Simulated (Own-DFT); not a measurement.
Simulation results for TiO$_{2}$ (rutile, atoms displaced)

All values are calculated (Own-DFT development build). A calculation, not a measurement: plane-wave PBE density functional theory by an unreviewed code, no spin, of a simulated periodic cell, stress positive in tension, free energy of the whole cell less one offset for each atom, oxygen file: force components 24 meV/angstrom off all-electron in one glass; forces on such cells passed a denser k mesh, this cell's mesh not checked; offsets are fitted by least squares, one for each functional and potential file, so energies compare only between cells with the same atoms and settings and are not formation energies; the far tail of each file's local potential was reset to the Coulomb form; each entry is a single point on an unrelaxed cell, so the pressure reflects the starting lattice, mostly measured values (interpolated for alloys), from which strain is counted, and rises with the displacements; printed positions are rounded, which can move forces by about a meV/angstrom; the program, named Own-DFT, is a retired in-house code; no spin-orbit coupling; before rounding, a Quantum ESPRESSO 7.3.1 run of the same cell and cutoff gave forces within 1 meV/angstrom rms on each cell, which checks the program and not the settings.

Common to all runs: functional PBE; potential files PseudoDojo norm-conserving, scalar-relativistic, standard set; wave cutoff 72 hartree; occupations Fermi-Dirac; smearing width 0.1 eV; k mesh 3 x 3 x 3 centred on Gamma.

(1) TiO$_{2}$ (rutile, atoms displaced)

```
TiO2
1.0
      9.1874     0.0000     0.0000
      0.0000     9.1874     0.0000
      0.0000     0.0000     8.8761
Ti O Ti O Ti O Ti O Ti O Ti O Ti O Ti O Ti O Ti O Ti O Ti O
2 4 2 4 2 4 2 4 2 4 2 4 2 4 2 4 2 4 2 4 2 4 2 4
Direct
  0.00121 0.00056 0.99953
  0.25015 0.25008 0.16454
  0.15329 0.15611 0.99564
  0.34952 0.34546 0.00373
  0.40378 0.09816 0.17069
  0.09747 0.40646 0.16608
  0.99801 0.00059 0.33929
  0.25117 0.25382 0.50032
  0.15099 0.14944 0.33373
  0.35108 0.34813 0.33541
  0.40425 0.09838 0.50268
  0.09400 0.40401 0.50015
  0.99993 0.00189 0.66643
  0.25150 0.25167 0.83369
  0.15249 0.15000 0.66908
  0.34527 0.34651 0.66410
  0.39973 0.09775 0.83387
  0.09835 0.39922 0.83590
  0.00407 0.49878 0.99885
  0.24813 0.75007 0.16608
  0.14822 0.65308 0.00083
  0.34905 0.84928 0.00201
  0.40449 0.59631 0.16690
  0.09883 0.90429 0.16868
  0.00115 0.49942 0.33306
  0.25323 0.74876 0.49834
  0.14954 0.65277 0.33034
  0.34721 0.84627 0.33536
  0.40178 0.59726 0.50302
  0.09476 0.90028 0.50566
  0.00077 0.49732 0.66970
  0.24922 0.75100 0.83306
  0.15491 0.64986 0.66953
  0.35174 0.84645 0.66324
  0.40421 0.59699 0.83223
  0.09620 0.90368 0.82964
  0.49819 0.99582 0.00065
  0.74607 0.24788 0.16399
  0.65354 0.15059 0.00039
  0.84633 0.34497 0.00175
  0.90712 0.09911 0.16630
  0.59818 0.39876 0.16717
  0.49753 0.99715 0.33325
  0.75126 0.24970 0.49869
  0.65436 0.15245 0.33367
  0.84737 0.35071 0.33146
  0.90374 0.09799 0.50095
  0.59810 0.40504 0.49852
  0.49706 0.00010 0.66794
  0.75081 0.24739 0.83530
  0.65247 0.15698 0.66819
  0.84638 0.34755 0.66524
  0.90209 0.09492 0.83105
  0.60215 0.40152 0.83363
  0.50331 0.49634 0.00653
  0.74904 0.75410 0.16710
  0.65747 0.65271 0.00041
  0.84654 0.84394 0.99966
  0.90359 0.59714 0.16558
  0.59905 0.90590 0.16542
  0.49996 0.50235 0.33340
  0.74879 0.75032 0.50017
  0.65311 0.65434 0.33223
  0.84597 0.84800 0.33055
  0.90456 0.59877 0.50007
  0.59752 0.90280 0.50056
  0.50091 0.50463 0.66899
  0.75065 0.74716 0.83478
  0.65333 0.65599 0.66400
  0.84650 0.84686 0.66655
  0.90330 0.59561 0.83060
  0.59343 0.90330 0.83230
```

```
free energy of cell above offsets : -19.558 eV
pressure                          : 5.11 GPa
stress xx                         : -5.31 GPa
stress yy                         : -5.34 GPa
stress zz                         : -4.69 GPa
stress yz                         : 0.03 GPa
stress xz                         : 0.01 GPa
stress xy                         : -0.06 GPa
```

Force:
```csv
element,x (eV/Å),y (eV/Å),z (eV/Å)
Ti,-0.246,0.01,0.482
Ti,-0.247,-0.307,0.631
O,-0.264,-0.443,0.578
O,0.248,0.373,-0.147
O,-0.331,0.132,-0.269
O,0.721,-0.774,-0.126
Ti,0.247,0.008,-0.683
Ti,-0.228,-0.402,-0.084
O,0.393,0.48,-0.03
O,-0.443,-0.105,-0.244
O,-0.279,0.103,-0.428
O,0.762,-0.62,0.039
Ti,0.005,-0.222,0.144
Ti,0.092,-0.406,-0.587
O,0.165,0.381,-0.18
O,0.381,0.449,0.207
O,0.153,0.003,0.139
O,0.011,0.194,-0.18
Ti,-0.983,0.069,0.765
Ti,-0.611,0.135,0.199
O,0.723,0.425,-0.222
O,-0.364,-0.406,-0.081
O,-0.241,0.295,-0.231
O,0.291,-0.359,-0.361
Ti,-1.004,0.21,0.056
Ti,-0.678,-0.054,0.392
O,0.704,0.371,0.16
O,0.113,0.012,-0.232
O,-0.099,0.118,-0.384
O,0.391,-0.286,-0.57
Ti,-0.515,0.172,-0.816
Ti,-0.148,-0.16,-0.541
O,0.199,0.248,0.081
O,-0.534,-0.236,0.328
O,-0.188,0.159,0.417
O,0.645,-0.554,0.567
Ti,0.2,0.434,-0.414
Ti,0.821,-0.186,0.517
O,-0.313,-0.217,-0.07
O,0.379,0.319,-0.122
O,-0.255,-0.125,-0.142
O,-0.325,0.458,0.009
Ti,0.392,0.598,0.59
Ti,-0.317,0.488,0.038
O,-0.24,-0.315,0.024
O,-0.095,-0.314,0.107
O,-0.277,0.184,-0.143
O,-0.017,0.001,0.038
Ti,0.452,0.401,-0.183
Ti,-0.03,0.238,-0.519
O,-0.267,-0.527,-0.191
O,0.453,0.161,0.186
O,-0.147,0.216,0.548
O,-0.59,0.438,0.112
Ti,0.266,0.128,-1.006
Ti,0.642,-0.564,0.077
O,-0.873,-0.579,-0.031
O,0.558,0.742,-0.194
O,-0.215,0.168,-0.123
O,-0.095,-0.251,0.138
Ti,0.421,-0.298,0.861
Ti,0.581,0.06,0.135
O,-0.464,-0.333,-0.04
O,0.279,0.31,0.208
O,-0.178,0.16,0.176
O,0.009,0.036,-0.14
Ti,0.446,-0.544,0.128
Ti,0.271,0.292,-0.307
O,-0.534,-0.584,0.271
O,0.002,0.121,0.106
O,-0.19,0.163,0.224
O,0.411,-0.295,0.342
```

(2) TiO$_{2}$ (rutile, atoms displaced)

```
TiO2
1.0
      9.1874     0.0000     0.0000
      0.0000     9.1874     0.0000
      0.0000     0.0000     8.8761
Ti O Ti O Ti O Ti O Ti O Ti O Ti O Ti O Ti O Ti O Ti O Ti O
2 4 2 4 2 4 2 4 2 4 2 4 2 4 2 4 2 4 2 4 2 4 2 4
Direct
  0.00013 0.99576 0.00296
  0.24822 0.25105 0.16751
  0.14996 0.15671 0.99940
  0.35092 0.34508 0.00068
  0.40288 0.09693 0.16838
  0.10026 0.40173 0.16613
  0.00064 0.00036 0.32996
  0.24873 0.25300 0.49638
  0.15588 0.14979 0.33286
  0.34647 0.34687 0.33202
  0.39842 0.09685 0.49928
  0.09545 0.39928 0.49828
  0.00020 0.00015 0.66501
  0.25194 0.25333 0.83583
  0.15312 0.15209 0.66581
  0.35158 0.34691 0.66538
  0.40450 0.09675 0.83462
  0.09873 0.40011 0.82811
  0.99791 0.50015 0.99999
  0.24998 0.75165 0.16537
  0.15089 0.65048 0.00060
  0.34691 0.85051 0.99894
  0.40076 0.59833 0.16582
  0.09662 0.89959 0.16422
  0.99800 0.50015 0.33425
  0.24652 0.74669 0.49999
  0.15414 0.65400 0.33503
  0.34777 0.84938 0.33451
  0.40293 0.59985 0.50343
  0.09468 0.90082 0.49942
  0.99935 0.49778 0.66750
  0.25066 0.75079 0.83202
  0.15289 0.64766 0.66681
  0.35176 0.84592 0.66410
  0.40292 0.59686 0.83110
  0.09707 0.89990 0.83020
  0.49888 0.00169 0.00123
  0.75207 0.24783 0.16514
  0.65392 0.15829 0.99954
  0.84578 0.34869 0.99834
  0.90041 0.09907 0.16657
  0.59591 0.40127 0.16569
  0.49796 0.00233 0.33404
  0.74947 0.25124 0.49814
  0.65225 0.15624 0.33432
  0.84607 0.34740 0.33065
  0.90117 0.09920 0.50414
  0.59414 0.40132 0.50085
  0.50376 0.00066 0.66500
  0.74887 0.24769 0.83347
  0.65274 0.15543 0.66286
  0.84999 0.34620 0.67062
  0.90099 0.09607 0.83340
  0.60017 0.40634 0.83593
  0.50253 0.49968 0.00065
  0.75179 0.74966 0.16442
  0.65122 0.65436 0.00130
  0.84625 0.84668 0.00252
  0.90051 0.60075 0.16579
  0.59435 0.89965 0.16846
  0.49840 0.49878 0.33490
  0.74970 0.75063 0.50308
  0.65045 0.65008 0.33887
  0.84687 0.84923 0.33235
  0.90296 0.59526 0.50069
  0.59821 0.90374 0.50699
  0.50145 0.49976 0.66788
  0.74695 0.75187 0.83176
  0.65509 0.65614 0.66767
  0.85235 0.84596 0.66785
  0.90465 0.59714 0.83213
  0.60064 0.90044 0.83411
```

```
free energy of cell above offsets : -19.665 eV
pressure                          : 4.72 GPa
stress xx                         : -4.94 GPa
stress yy                         : -4.97 GPa
stress zz                         : -4.25 GPa
stress yz                         : -0.03 GPa
stress xz                         : -0.11 GPa
stress xy                         : 0.14 GPa
```

Force:
```csv
element,x (eV/Å),y (eV/Å),z (eV/Å)
Ti,-0.018,0.436,-1.442
Ti,-0.048,0.027,-0.533
O,-0.096,-0.524,0.148
O,-0.059,0.125,0.012
O,0.01,0.129,-0.155
O,-0.397,0.267,0.136
Ti,-0.279,-0.188,1.209
Ti,0.046,-0.408,1.216
O,-0.492,-0.23,-0.184
O,0.173,0.248,0.046
O,0.472,-0.107,0.075
O,0.074,0.114,-0.321
Ti,0.296,0.478,0.185
Ti,-0.137,-0.348,-0.679
O,0.101,0.051,0.042
O,-0.132,0.023,0.034
O,-0.006,0.065,0.106
O,0.019,0.155,0.642
Ti,0.108,0.026,-0.403
Ti,0.646,-0.544,0.197
O,0.245,0.228,-0.04
O,-0.076,-0.158,0.051
O,-0.014,0.028,0.127
O,-0.168,0.355,0.276
Ti,0.012,0.008,0.135
Ti,0.41,0.315,0.224
O,-0.456,-0.438,-0.396
O,-0.111,-0.077,-0.167
O,0.03,-0.254,-0.279
O,0.085,0.062,-0.316
Ti,-0.13,-0.068,0.239
Ti,0.099,-0.059,-0.354
O,0.202,0.423,0.015
O,-0.407,-0.022,0.418
O,-0.165,0.185,0.247
O,0.07,0.068,0.633
Ti,-0.006,-0.113,-0.071
Ti,-0.375,0.52,0.047
O,-0.66,-0.89,0.145
O,0.444,0.239,0.214
O,0.446,-0.404,-0.032
O,0.046,0.128,0.212
Ti,-0.109,-0.342,0.002
Ti,0.214,0.026,0.285
O,-0.212,-0.438,-0.07
O,0.448,0.457,0.105
O,0.11,-0.076,-0.755
O,0.36,-0.024,-0.11
Ti,-0.699,0.079,0.173
Ti,0.457,0.102,-0.383
O,-0.3,-0.216,0.318
O,-0.199,0.141,-0.381
O,-0.034,-0.074,0.308
O,0.08,-0.207,-0.267
Ti,-0.12,0.112,0.179
Ti,-0.638,0.075,0.655
O,0.033,-0.149,-0.13
O,0.386,0.368,-0.098
O,0.461,-0.574,0.094
O,0.183,0.26,-0.088
Ti,0.278,0.536,-0.211
Ti,0.097,0.013,-0.736
O,0.241,0.203,-0.179
O,0.116,0.115,0.122
O,-0.14,0.213,-0.344
O,0.319,-0.1,-0.644
Ti,-0.451,-0.121,0.044
Ti,0.286,-0.067,0.131
O,-0.288,-0.474,-0.042
O,-0.368,-0.15,-0.007
O,-0.16,0.041,0.277
O,-0.155,0.399,0.092
```

(3) TiO$_{2}$ (rutile, atoms displaced)

```
TiO2
1.0
      9.1874     0.0000     0.0000
      0.0000     9.1874     0.0000
      0.0000     0.0000     8.8761
Ti O Ti O Ti O Ti O Ti O Ti O Ti O Ti O Ti O Ti O Ti O Ti O
2 4 2 4 2 4 2 4 2 4 2 4 2 4 2 4 2 4 2 4 2 4 2 4
Direct
  0.00042 0.99925 0.99779
  0.24552 0.25342 0.17090
  0.15345 0.15455 0.00132
  0.34816 0.34529 0.00211
  0.40090 0.09658 0.16532
  0.09957 0.40441 0.16392
  0.00257 0.00097 0.33073
  0.25029 0.25053 0.50220
  0.15286 0.15213 0.33334
  0.34643 0.34846 0.33439
  0.40175 0.09379 0.50403
  0.09727 0.40108 0.49951
  0.99849 0.99881 0.66768
  0.25215 0.24995 0.83211
  0.15286 0.15207 0.66575
  0.34363 0.34897 0.66891
  0.40156 0.09585 0.83039
  0.09828 0.40305 0.83471
  0.00217 0.49843 0.99911
  0.24956 0.75155 0.16606
  0.15174 0.65272 0.99877
  0.34910 0.84665 0.99944
  0.40342 0.59479 0.16786
  0.10056 0.90315 0.16743
  0.00114 0.49783 0.33552
  0.25344 0.75208 0.49851
  0.15331 0.65461 0.33490
  0.34853 0.85210 0.33407
  0.39909 0.59938 0.50429
  0.09978 0.90441 0.49818
  0.99914 0.49861 0.67211
  0.25153 0.74936 0.83539
  0.14821 0.65066 0.66206
  0.34901 0.84701 0.66903
  0.39962 0.59496 0.83648
  0.09738 0.90647 0.82993
  0.50104 0.00138 0.99925
  0.75113 0.24683 0.16669
  0.65223 0.15302 0.99784
  0.84471 0.34782 0.99958
  0.90214 0.09865 0.16571
  0.59879 0.39655 0.16477
  0.49912 0.00124 0.33142
  0.75020 0.25003 0.50257
  0.65460 0.15430 0.33267
  0.84930 0.35088 0.33511
  0.90118 0.09710 0.50191
  0.59407 0.40318 0.49942
  0.49931 0.99721 0.66156
  0.75490 0.25168 0.83298
  0.65063 0.15356 0.66706
  0.85097 0.34652 0.66730
  0.90374 0.09706 0.83315
  0.59657 0.40123 0.83786
  0.49845 0.50059 0.99958
  0.74744 0.74898 0.16667
  0.65239 0.64975 0.00038
  0.84890 0.84633 0.99891
  0.90194 0.59620 0.16469
  0.59743 0.90364 0.17163
  0.49695 0.49528 0.33625
  0.75213 0.75373 0.49721
  0.64854 0.65612 0.32916
  0.84545 0.85069 0.33440
  0.89998 0.59650 0.49946
  0.59760 0.90607 0.49860
  0.49934 0.50033 0.66050
  0.74723 0.74881 0.82750
  0.65317 0.65184 0.66628
  0.84695 0.85048 0.66964
  0.89939 0.59854 0.83355
  0.59708 0.90335 0.83336
```

```
free energy of cell above offsets : -19.578 eV
pressure                          : 4.81 GPa
stress xx                         : -4.93 GPa
stress yy                         : -5.11 GPa
stress zz                         : -4.38 GPa
stress yz                         : 0.32 GPa
stress xz                         : 0.07 GPa
stress xy                         : 0.02 GPa
```

Force:
```csv
element,x (eV/Å),y (eV/Å),z (eV/Å)
Ti,-0.186,-0.105,-0.016
Ti,0.406,-0.447,-1.288
O,-0.372,-0.298,-0.01
O,-0.104,0.078,-0.114
O,0.047,0.133,0.183
O,-0.015,-0.105,0.254
Ti,-0.198,-0.065,0.573
Ti,-0.404,-0.3,0.384
O,-0.1,0.041,0.181
O,0.171,0.058,0.226
O,-0.442,0.773,-0.443
O,0.176,-0.1,0.036
Ti,0.277,0.16,-0.571
Ti,0.258,-0.548,0.9
O,-0.029,0.157,-0.057
O,0.49,0.266,-0.442
O,-0.147,0.221,0.34
O,-0.082,-0.047,-0.132
Ti,-0.69,0.419,0.528
Ti,0.166,-0.346,0.226
O,0.043,0.172,0.156
O,-0.181,-0.117,0.026
O,-0.429,0.393,0.34
O,-0.13,0.003,-0.067
Ti,-0.537,0.436,0.068
Ti,-0.869,0.185,0.312
O,0.083,-0.068,-0.23
O,-0.167,-0.456,-0.17
O,0.488,-0.386,-0.33
O,-0.135,-0.005,0.041
Ti,0.271,0.74,-0.63
Ti,-0.027,-0.225,-0.522
O,0.391,0.376,0.397
O,-0.172,-0.265,-0.066
O,-0.162,0.324,-0.568
O,0.435,-0.534,0.41
Ti,0.108,0.37,-0.286
Ti,-0.406,0.448,-0.046
O,0.029,-0.306,0.113
O,0.618,0.204,-0.059
O,0.311,-0.242,0.032
O,-0.416,0.529,0.692
Ti,0.006,0.3,-0.401
Ti,0.301,-0.678,-0.358
O,-0.236,-0.118,0.395
O,-0.147,-0.309,-0.013
O,-0.087,0.231,-0.296
O,0.283,-0.185,0.227
Ti,0.183,0.23,0.852
Ti,-0.882,0.022,0.382
O,0.287,0.243,-0.183
O,-0.25,-0.006,-0.167
O,-0.154,0.261,0.113
O,0.095,0.051,-0.792
Ti,0.373,-0.476,0.055
Ti,0.251,-0.294,-0.695
O,0.015,0.39,0.006
O,0.099,0.279,0.061
O,0.109,0.094,0.176
O,0.057,0,-0.476
Ti,0.42,0.409,-1.71
Ti,0.148,-0.338,-0.378
O,0.01,-0.289,0.707
O,0.243,-0.075,0.019
O,-0.066,0.205,-0.003
O,0.445,-0.59,0.021
Ti,0.163,-0.004,1.664
Ti,-0.095,0.199,1.16
O,-0.373,-0.158,-0.282
O,-0.137,-0.263,-0.453
O,0.365,-0.355,-0.105
O,0.206,-0.298,0.098
```

(4) TiO$_{2}$ (rutile, atoms displaced)

```
TiO2
1.0
      9.1874     0.0000     0.0000
      0.0000     9.1874     0.0000
      0.0000     0.0000     8.8761
Ti O Ti O Ti O Ti O Ti O Ti O Ti O Ti O Ti O Ti O Ti O Ti O
2 4 2 4 2 4 2 4 2 4 2 4 2 4 2 4 2 4 2 4 2 4 2 4
Direct
  0.99821 0.00205 0.99516
  0.25023 0.24918 0.16739
  0.15310 0.15357 0.00084
  0.34633 0.34913 0.99865
  0.39996 0.09828 0.16460
  0.09575 0.39960 0.16697
  0.99786 0.00026 0.33178
  0.25030 0.24943 0.49633
  0.15400 0.15314 0.33024
  0.34654 0.34383 0.33612
  0.40056 0.09547 0.50180
  0.09739 0.39749 0.49979
  0.99684 0.00027 0.66462
  0.24834 0.24886 0.83644
  0.15073 0.15105 0.66764
  0.34447 0.34867 0.66502
  0.40408 0.09942 0.83315
  0.09611 0.40047 0.83301
  0.99958 0.50282 0.00003
  0.25195 0.74976 0.16669
  0.15429 0.65282 0.00037
  0.34863 0.85003 0.00241
  0.39873 0.59511 0.16433
  0.10008 0.90460 0.16479
  0.00450 0.49707 0.33645
  0.25151 0.75321 0.49803
  0.15271 0.65269 0.33385
  0.34719 0.84649 0.33274
  0.40314 0.59554 0.50119
  0.09589 0.90256 0.50075
  0.99999 0.50044 0.66657
  0.24774 0.74989 0.83478
  0.15190 0.65437 0.66858
  0.35045 0.85063 0.66760
  0.40035 0.59801 0.83696
  0.09587 0.90254 0.83294
  0.50115 0.99622 0.99999
  0.74834 0.24930 0.16434
  0.65575 0.15370 0.99992
  0.84600 0.34856 0.00198
  0.90408 0.10094 0.16613
  0.59545 0.40466 0.16205
  0.50180 0.00099 0.33648
  0.74670 0.24992 0.49923
  0.65328 0.15214 0.33315
  0.85049 0.34294 0.33302
  0.90241 0.09559 0.50182
  0.59126 0.40282 0.49829
  0.49904 0.99972 0.66467
  0.74958 0.25638 0.83682
  0.64929 0.15068 0.66723
  0.84707 0.34727 0.66667
  0.90423 0.09734 0.83451
  0.59975 0.40077 0.83134
  0.50238 0.50044 0.00036
  0.74916 0.74797 0.16927
  0.65178 0.65165 0.99397
  0.84583 0.85158 0.99861
  0.90061 0.59724 0.16582
  0.59785 0.90197 0.16411
  0.49771 0.50233 0.33642
  0.75126 0.74844 0.49654
  0.65437 0.65404 0.33261
  0.84801 0.84325 0.33710
  0.90326 0.59807 0.50444
  0.59625 0.90024 0.50194
  0.50136 0.50035 0.66477
  0.75161 0.75203 0.82935
  0.65781 0.65442 0.66912
  0.84752 0.84682 0.66778
  0.90096 0.59388 0.83792
  0.59776 0.89943 0.83123
```

```
free energy of cell above offsets : -19.528 eV
pressure                          : 5.03 GPa
stress xx                         : -5.25 GPa
stress yy                         : -5.18 GPa
stress zz                         : -4.66 GPa
stress yz                         : 0.44 GPa
stress xz                         : -0.19 GPa
stress xy                         : 0.03 GPa
```

Force:
```csv
element,x (eV/Å),y (eV/Å),z (eV/Å)
Ti,0.051,-0.376,0.313
Ti,0.113,-0.041,-0.661
O,-0.179,-0.157,-0.002
O,0.089,-0.026,0.114
O,0.564,-0.299,0.375
O,-0.024,0.375,0.262
Ti,0.499,0.097,-0.493
Ti,-0.169,-0.326,1.237
O,-0.512,-0.499,0.321
O,0.661,0.806,-0.27
O,0.147,-0.012,-0.64
O,-0.344,0.589,0.007
Ti,0.525,0.325,0.323
Ti,0.245,-0.031,-0.569
O,0.053,-0.028,-0.146
O,0.462,0.286,-0.028
O,0.04,-0.151,0.168
O,-0.133,0.239,0.052
Ti,0.176,-0.182,0.045
Ti,-0.371,0.3,-0.306
O,-0.284,-0.114,0.049
O,-0.102,-0.204,-0.123
O,0.197,0.132,0.517
O,-0.204,-0.164,0.45
Ti,-0.213,-0.205,-0.627
Ti,-0.435,0.311,0.617
O,-0.09,-0.179,0.195
O,0.371,0.203,0.213
O,-0.237,0.539,-0.22
O,0.398,-0.298,-0.3
Ti,0.151,-0.201,0.639
Ti,0.25,0.07,-0.312
O,0.02,-0.14,-0.256
O,-0.624,-0.66,-0.213
O,0.2,-0.034,-0.664
O,0.327,-0.276,0.094
Ti,-0.244,0.294,-0.526
Ti,0.276,0.138,0.098
O,-0.338,-0.334,0.031
O,0.183,0.103,-0.063
O,-0.161,-0.22,0.322
O,0.344,-0.334,0.894
Ti,-0.215,0.11,-0.502
Ti,0.45,-0.182,0.536
O,-0.426,-0.27,0.109
O,-0.211,0.433,0.322
O,-0.458,0.352,-0.446
O,0.749,-0.337,-0.057
Ti,0.057,0.271,1.062
Ti,0.053,-0.488,-0.565
O,0.546,0.454,-0.277
O,-0.053,0.045,-0.294
O,-0.415,0.436,-0.231
O,-0.29,0.25,-0.134
Ti,-0.317,0.209,-0.275
Ti,0.333,0.082,-1.546
O,0.074,0.062,0.772
O,0.048,-0.235,0.45
O,0.075,0.041,0.28
O,0.076,-0.022,0.596
Ti,-0.255,-0.306,-0.946
Ti,0.069,0.093,0.999
O,-0.681,-0.595,0.117
O,0.283,0.544,-0.497
O,0.015,-0.168,-0.463
O,0.186,-0.033,-0.628
Ti,-0.606,-0.096,1.109
Ti,-0.136,0.209,0.794
O,-0.868,-0.859,-0.573
O,0.235,0.211,-0.433
O,0.15,0.18,-0.454
O,-0.144,0.296,0.255
```
